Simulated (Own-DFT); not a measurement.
# Which defects push the lattice out? C40 NbSi2

No measurement is shown. These are fixed-geometry runs of a retired plane-wave code named Own-DFT, which no person has reviewed; spin and spin-orbit coupling are neglected.

Settings: PBE; PseudoDojo norm-conserving scalar-relativistic files; cutoff 42 hartree; 4 x 4 x 5 k mesh centred on Gamma; cold (Marzari-Vanderbilt) smearing of 0.2 eV.

Keep in mind: forces on such cells failed a check on a denser k mesh; stress not checked against mesh or cutoff.

All runs share one cell, with vectors in Å (0.000, 8.324, 0.000); (-9.613, 0.000, 0.000); (0.000, 0.000, 6.586) and a volume of 527.0 Å³. Atoms were moved at random from their sites; u is the rms move along one axis. The defect's site can differ from row to row.

| cell | formula | u (Å) | P (GPa) |
|---|---|---|---|
| no defect | Nb12Si24 | 0.0212 | 1.56 |
| no defect | Nb12Si24 | 0.0520 | 2.60 |
| no defect | Nb12Si24 | 0.0523 | 2.77 |
| one Si vacancy | Nb12Si23 | 0.0263 | 0.88 |
| one Si vacancy | Nb12Si23 | 0.0462 | 1.88 |
| one Si vacancy | Nb12Si23 | 0.0543 | 1.68 |
| two Nb on a Si site each | Nb14Si22 | 0.0300 | 7.49 |
| two Nb on a Si site each | Nb14Si22 | 0.0334 | 7.61 |
| two Nb on a Si site each | Nb14Si22 | 0.0475 | 8.57 |
| two Si on a Nb site each | Nb10Si26 | 0.0317 | ? |
| two Si on a Nb site each | Nb10Si26 | 0.0322 | 1.74 |
| two Si on a Nb site each | Nb10Si26 | 0.0431 | 2.22 |
| two Si on a Nb site each | Nb10Si26 | 0.0467 | 2.14 |

## Worked fit

P = P0 + c u² + a shift for each defect gives P0 = 1.33 GPa, c = 497 ± 79 GPa/Å² and a scatter of 0.22 GPa. The shifts, and each times the cell's volume:

- two Nb on a Si site each: 5.85 ± 0.18 GPa, 19.2 eV (9.6 eV for each of its 2 sites)
- two Si on a Nb site each: -0.14 ± 0.18 GPa, -0.5 eV (-0.2 eV for each of its 2 sites) (not resolved)
- one Si vacancy: -0.81 ± 0.18 GPa, -2.7 eV

Positive is outwards. The product with the volume (160.2 GPa Å³ to the eV) is nearly free of the cell's size; divided by the bulk modulus at the cell's pressure it gives the volume that the defect adds. The atoms around the defects weren't relaxed, which would change these numbers.

## Test on the hidden row

Asked: what pressure belongs in the blank (two Si on a Nb site each, u = 0.0317 Å)?

Estimate: 1.69 ± 0.26 GPa. The hidden result is 1.79 GPa.
